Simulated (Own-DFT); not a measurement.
# Wall times of self-consistent runs

Wall times of single-point runs (energy, forces and, in most, stress) with one build of Own-DFT, an in-house plane-wave density functional program, since retired. Each ran alone on one NVIDIA H200 card, with norm-conserving files, no spin and no use of crystal symmetry. The k points are those left after time reversal, where it was used. Plane waves for each k point are estimated as V (2 E)^(3/2) / (6 π²) in atomic units.

| cell | atoms | valence electrons | cutoff (hartree) | volume (Å³) | k mesh | k points | plane waves | time (s) |
|---|---|---|---|---|---|---|---|---|
| As4In4 | 8 | 112 | 42 | 222 | 6x6x6 | 112 | 19500 | 237 |
| Ga33P31 | 64 | 584 | 42 | 1295 | 3x3x3 | 14 | 113600 | 1062 |
| Ga24In8P32 | 64 | 576 | 42 | 1398 | 3x3x3 | 14 | 122600 | 1175 |
| GaIn31P32 | 64 | 576 | 42 | 1561 | 3x3x3 | 14 | 137000 | 1356 |
| Al24As32Ga8 | 64 | 656 | 42 | 1450 | 3x3x3 | 14 | 127200 | 1181 |
| In46P50 | 96 | 848 | 36 | 2426 | 2x3x3 | 10 | 168900 | 2127 |
| In48P46 | 94 | 854 | 36 | 2426 | 2x3x3 | 10 | 168900 | 2155 |
| Al8As32Ga24 | 64 | 816 | 42 | 1447 | 3x3x3 | 14 | 126900 | 1490 |
| In49P47 | 96 | 872 | 36 | 2426 | 2x3x3 | 10 | 168900 | 2229 |
| Ga49P47 | 96 | 872 | 42 | 1943 | 2x3x3 | 10 | 170500 | 2139 |
| Ga48P46 | 94 | 854 | 42 | 1943 | 2x3x3 | 10 | 170500 | ? |

## Worked fit

Take the size N = k points x plane waves x valence electrons. A line through log(time) against log(N) has a slope of 1.20 ± 0.09 and a scatter of a factor 1.16. Part of the scatter may come from the number of self-consistent steps, which isn't shown. Times belong to this build alone.

## Withheld run

Question: how long should the last run take? Its N is 1.46e+09.

The line gives about 1907 s. It took 2229 s.
